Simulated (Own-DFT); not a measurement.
# Bulk modulus against bond length in tetrahedral crystals

The numbers are computed, not measured, by runs of the plane-wave DFT program Own-DFT (in-house, retired, unreviewed) at fixed positions, with no spin and no spin-orbit coupling.

Limits (not all hold for every row): forces on such cells moved up to 12 meV/angstrom on a denser k mesh; forces not confirmed at this smearing and k mesh; k mesh not checked against a denser one; forces on such cells passed a denser k mesh, each cell not checked; stress not checked against mesh or cutoff.

All runs are PBE with PseudoDojo norm-conserving files; cutoff and k mesh are each material's own. Every cell starts from measured lattice constants and was given uniform random strains and small random moves of its atoms. Each triple is the change of volume in per cent, the rms move u in Å and the pressure in GPa.

- 3C SiC (C32Si32), 10.36 Å³/atom unstrained: (-3.08, 0.048, 13.55); (-2.07, 0.053, 11.06); (-1.73, 0.050, 9.42); (-0.94, 0.049, 7.81); (-0.90, 0.053, 8.00); (1.26, 0.048, 2.62); (2.88, 0.052, -0.42)
- wurtzite GaN (Ga36N36), 11.42 Å³/atom unstrained: (-2.85, 0.048, 12.85); (-2.37, 0.047, 11.97); (-2.02, 0.048, 11.13); (-0.68, 0.054, 8.83); (0.37, 0.047, 6.10); (0.89, 0.048, 5.46); (1.70, 0.051, 3.67)
- diamond silicon (Si64), 20.02 Å³/atom unstrained: withheld
- zincblende GaAs (As32Ga32), 22.58 Å³/atom unstrained: (-2.85, 0.052, 6.58); (-1.04, 0.046, 4.73); (-0.76, 0.053, 4.62); (0.74, 0.054, 3.55); (2.25, 0.053, 2.42); (2.39, 0.051, 2.30); (3.86, 0.047, 1.30)
- zincblende InP (In32P32), 25.27 Å³/atom unstrained: (-3.90, 0.049, 6.97); (-3.03, 0.052, 6.27); (-1.47, 0.049, 4.81); (-1.44, 0.047, 4.66); (-1.06, 0.051, 4.72); (-0.05, 0.052, 3.83); (1.15, 0.050, 2.87)
- grey tin (Sn64), 34.15 Å³/atom unstrained: (-2.44, 0.053, 5.02); (-1.99, 0.047, 4.72); (-0.73, 0.048, 4.02); (-0.27, 0.047, 3.76); (-0.10, 0.045, 3.70); (0.90, 0.052, 3.28); (1.05, 0.052, 3.24)

## Fit

Fit a line to each set against the fractional change of volume; B is minus its slope, and u is nearly the same within a set. To take it to zero pressure, assume that B rises by 4 GPa for each GPa: B0 = B - 4 x (mean pressure). The bond length of an ideal tetrahedral crystal with the unstrained volume v is d = (√3/4)(8 v)^(1/3). Cohen's empirical rule reads B0 = (1971 - 220 L) d^(-3.5) GPa, with L = 0 for group IV crystals and SiC and 1 for III-V compounds.

| material | L | d (Å) | B (GPa) | mean P (GPa) | B0 (GPa) | rule (GPa) |
|---|---|---|---|---|---|---|
| 3C SiC (C32Si32) | 0 | 1.888 | 234 ± 9 | 7.4 | 204 ± 9 | 213 |
| wurtzite GaN (Ga36N36) | 1 | 1.950 | 202 ± 5 | 8.6 | 168 ± 5 | 169 |
| diamond silicon (Si64) | 0 | 2.352 | ? | ? | ? | 99 |
| zincblende GaAs (As32Ga32) | 1 | 2.448 | 77 ± 3 | 3.6 | 62 ± 3 | 76 |
| zincblende InP (In32P32) | 1 | 2.541 | 81 ± 3 | 4.9 | 62 ± 3 | 67 |
| grey tin (Sn64) | 0 | 2.810 | 51 ± 2 | 4.0 | 35 ± 2 | 53 |

A line through ln[B0/(1971 - 220 L)] against ln d has a slope of -4.3 ± 0.3 and a scatter of 11 %. Against the rule, B0 stands at 96 % for 3C SiC, 99 % for wurtzite GaN, 81 % for zincblende GaAs, 92 % for zincblende InP, 66 % for grey tin. PBE tends to make silicon and heavier crystals too soft, and the rule itself is only a guide.

## The run left out

The question: what B0 does the fitted trend give for diamond silicon (Si64)?

The straight line predicts 84 GPa. Its own runs give B = 102 ± 4 GPa at a mean pressure of 1.9 GPa, so B0 = 95 GPa.
